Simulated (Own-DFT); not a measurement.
# What a defect does to the pressure of its cell: zincblende InP

Source: density functional calculations with Own-DFT, an unreviewed in-house program that is no longer used. Nothing was measured or relaxed, and spin and spin-orbit coupling are left out.

All runs used: PBE; PseudoDojo norm-conserving scalar-relativistic files; cutoff 36 hartree; 2 x 3 x 3 k mesh centred on Gamma; Fermi-Dirac smearing of 0.1 eV.

Known weak points (not all hold for every row): not probed for a lower state with spin; forces on such cells failed a check on a denser k mesh; forces not confirmed at this smearing and k mesh; stress not checked against mesh or cutoff.

All runs share one cell, with vectors in Å (17.606, 0.000, 0.000); (0.000, 11.737, 0.000); (0.000, 0.000, 11.737) and a volume of 2425.5 Å³. The atoms are randomly displaced, by u rms on each axis. The defect's site can differ from row to row.

```
cell,formula,u (Å),P (GPa)
no defect,In48P48,0.0193,3.19
no defect,In48P48,0.0207,3.21
no defect,In48P48,0.0527,3.64
one In on a P site and one P on an In site,In48P48,0.0287,?
one In on a P site and one P on an In site,In48P48,0.0315,3.58
one In on a P site and one P on an In site,In48P48,0.0490,3.82
one In on a P site and one P on an In site,In48P48,0.0521,3.92
two P on an In site each,In46P50,0.0292,2.99
two P on an In site each,In46P50,0.0486,3.23
two P on an In site each,In46P50,0.0487,3.30
```

## What the rows give

P = P0 + c u² + a shift for each defect gives P0 = 3.13 GPa, c = 185 ± 10 GPa/Å² and a scatter of 0.03 GPa. The shifts, and each times the cell's volume:

- one In on a P site and one P on an In site: 0.27 ± 0.02 GPa, 4.1 eV
- two P on an In site each: -0.30 ± 0.02 GPa, -4.5 eV (-2.3 eV for each of its 2 sites)

A positive shift means that the defect pushes the cell outwards. Shift times volume (160.2 GPa Å³ is 1 eV) depends little on the cell's size, so, taken for each site, it can be compared between cells at like pressure. The atoms around the defects weren't relaxed, which would change these numbers.

## Prediction

The question: what pressure belongs in the blank (one In on a P site and one P on an In site, u = 0.0287 Å)?

The fitted form gives 3.55 ± 0.03 GPa. Computed: 3.54 GPa.
